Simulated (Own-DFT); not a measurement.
# What random displacements cost in 4H SiC, 128 atoms (C64Si64)

Calculated results; nothing here was measured. The program, named Own-DFT, is a retired in-house plane-wave density functional code that no person has reviewed. Each row is one single-point run on a periodic cell that was not relaxed, without spin or spin-orbit coupling.

Settings of every run: PBE; PseudoDojo norm-conserving scalar-relativistic files; cutoff 42 hartree; 3 x 3 x 3 k mesh centred on Gamma; Fermi-Dirac smearing of 0.1 eV.

Known limits, some of them of some rows only: some atoms lie very close together; forces on such cells passed a denser k mesh, each cell not checked; stress not checked against mesh or cutoff.

Cell vectors in Å: (12.331, 0.000, 0.000); (-6.165, 10.679, 0.000); (0.000, 0.000, 10.068). In each run every atom was moved at random and independently from its ideal site; u is the rms move along one axis. E is the free energy for each atom above the fitted value at u = 0, and F the rms of the force components.

```
run,u (Å),E (meV/atom),F (eV/Å),largest force (eV/Å),P (GPa)
1,0.0292,34.4,0.782,3.15,3.59
2,0.0302,?,?,?,?
3,0.0607,155.1,1.948,8.24,6.64
4,0.0618,157.4,2.012,9.16,6.60
5,0.1013,364.0,3.095,10.99,11.18
6,0.1031,466.4,4.006,18.56,14.70
7,0.1061,475.0,3.871,22.12,14.31
```

## Worked fit

For small independent moves the energy grows as E = (3/2) K u², with K the mean stiffness felt by one atom. The runs with u up to 0.11 Å give K = 27.3 ± 1.2 eV/Å², with residuals divided by u² + 0.0006 Å², since the noise grows with the moves. The scatter is 9.4 meV/atom at u = 0.05 Å. The forces follow F = G u with G = 33.1 eV/Å²; no force at u = 0 is resolved. G exceeds K because the moves of its neighbours add to the force on an atom, and stiffness differs between atoms. The pressure follows P = 2.79 + 995 u² GPa: at fixed volume, shortened bonds push harder than stretched ones pull.

## Withheld run

Question: what energy and rms force should run 2 give?

The fit gives 37 ± 5 meV/atom and about 1.00 eV/Å. The calculation gave 38.8 meV/atom and 0.851 eV/Å.
